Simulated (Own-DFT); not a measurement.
# Misfit strain and the stress it brings: diamond-structure GeSn with randomly placed atoms, 64 atoms (Ge60Sn4)

Everything here is calculated. The program is Own-DFT (plane waves, in-house, since retired, never reviewed by a person); positions were held fixed, and spin and spin-orbit coupling were off.

Settings: PBE; PseudoDojo norm-conserving scalar-relativistic files; cutoff 49 hartree; 3 x 3 x 3 k mesh centred on Gamma; Fermi-Dirac smearing of 0.1 eV.

Keep in mind: forces on such cells moved up to 12 meV/angstrom on a denser k mesh; stress not checked against mesh or cutoff.

Unstrained cell vectors in Å: (11.420, 0.000, 0.000); (0.000, 11.420, 0.000); (0.000, 0.000, 11.420). The unstrained cell has measured lattice constants (interpolated for alloys), not those of this functional. That, the random moves and any unrelaxed bonds set the pressure at no strain. Each run strains x and y alike by e, as a substrate would, and holds the height along z. All atoms carry random offsets, Gaussian with a width of 0.05 Å per axis. The random placing of the alloy's atoms differs from row to row. Stress is positive in tension.

```
e (%),u (Å),(s_xx + s_yy)/2 (GPa),s_zz (GPa)
-2.50,0.047,-9.73,-8.02
-2.00,0.052,-9.05,-7.99
-1.75,0.049,-8.09,-6.86
-1.50,0.052,-7.54,-6.69
-0.75,0.054,-6.45,-5.97
-0.25,0.048,-5.27,-5.25
0.50,0.051,-4.22,-4.48
1.00,0.057,-3.24,-3.75
2.50,0.049,?,?
3.00,0.049,-0.32,-1.96
```

## Analysis

With e as a fraction, the in-plane stress is -5.0 + 175 e - 698 e² GPa (errors 4 and 224, scatter 0.19), and s_zz is -5.0 + 116 e - 499 e² GPa (slope ± 5, scatter 0.26). At e = 0 the first slope is C11 + C12 and the second 2 C12, both with the ions held to the strained lattice and at the cell's own pressure. The term in e² is negative: the layer stiffens under compression and softens under tension. A free layer would change its height as e changes, and the in-plane slope would drop by 2 C12²/C11 to the biaxial modulus. At fixed height, a misfit of 1 % moves the in-plane stress by about 1.8 GPa and s_zz by 1.2 GPa.

## Withheld run

The question: what are the two stresses at e = 2.50 %?

The fitted form gives -1.0 and -2.4 GPa. The run itself gave -0.83 and -2.27 GPa.
